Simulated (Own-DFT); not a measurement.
# How strain changes the stress of wurtzite AlN, 72 atoms (Al36N36)

These are calculations, not measurements. The program, named Own-DFT, is a retired in-house plane-wave density functional code that no person has reviewed. Each row is one single-point run on a periodic cell that was not relaxed, without spin or spin-orbit coupling.

Settings of every run: PBE; PseudoDojo norm-conserving scalar-relativistic files; cutoff 42 hartree; 4 x 4 x 3 k mesh centred on Gamma; Gaussian smearing of 0.01 eV.

Known limits: k mesh not checked against a denser one; stress not checked against mesh or cutoff.

Unstrained cell vectors in Å: (9.336, 0.000, 0.000); (-4.668, 8.085, 0.000); (0.000, 0.000, 9.964). The unstrained cell has measured lattice constants (interpolated for alloys), not those of this functional. That, the random moves and any unrelaxed bonds set the pressure at no strain. Each run strains this cell uniformly, with the atoms carried along. Every atom was also moved at random, by a Gaussian of width 0.05 Å on each axis. Strain is the symmetric tensor, in per cent. Stress is positive in tension, and the pressure is minus a third of its trace.

| run | e_xx (%) | e_yy (%) | e_zz (%) | s_xx (GPa) | s_yy (GPa) | s_zz (GPa) | P (GPa) | E (meV/atom) |
|---|---|---|---|---|---|---|---|---|
| 1 | -2.75 | -2.75 | 0.00 | -23.99 | -29.57 | -6.53 | 20.03 | 71.5 |
| 2 | -1.25 | -1.25 | 0.00 | -14.84 | -11.99 | -7.61 | 11.48 | 20.8 |
| 3 | 2.25 | 2.25 | 0.00 | 6.26 | 4.61 | -1.52 | -3.12 | 14.0 |
| 4 | -0.75 | -0.75 | 0.00 | -9.58 | -11.65 | -4.60 | 8.61 | 4.8 |
| 5 | -2.50 | -2.50 | 0.00 | -22.66 | -22.93 | -9.14 | 18.24 | 61.0 |
| 6 | 2.75 | 2.75 | 0.00 | 7.85 | 8.14 | -2.71 | -4.42 | 26.0 |
| 7 | -1.00 | -1.00 | 0.00 | -9.16 | -13.21 | -6.72 | 9.70 | 0.0 |
| 8 | -1.75 | -1.75 | 0.00 | -16.98 | -17.17 | -7.31 | 13.82 | 28.8 |
| 9 | -2.00 | -2.00 | 0.00 | ? | ? | ? | ? | ? |

E is the free energy for each atom above the lowest run shown.

## Worked fit

The change of volume is close to e_xx + e_yy + e_zz. A straight line through the runs shown gives P = 6.67 - 217 x (fractional change of volume) GPa, with an error of 11 on the slope and a scatter of 1.16 GPa. The strain isn't the same on all axes and the cell isn't cubic, so the slope belongs to this path and is not the bulk modulus.

## Withheld run

Question: what pressure should run 9 give? Its volume changes by -3.96 %.

The line gives 15.3 GPa. The calculation gave 15.33 GPa.
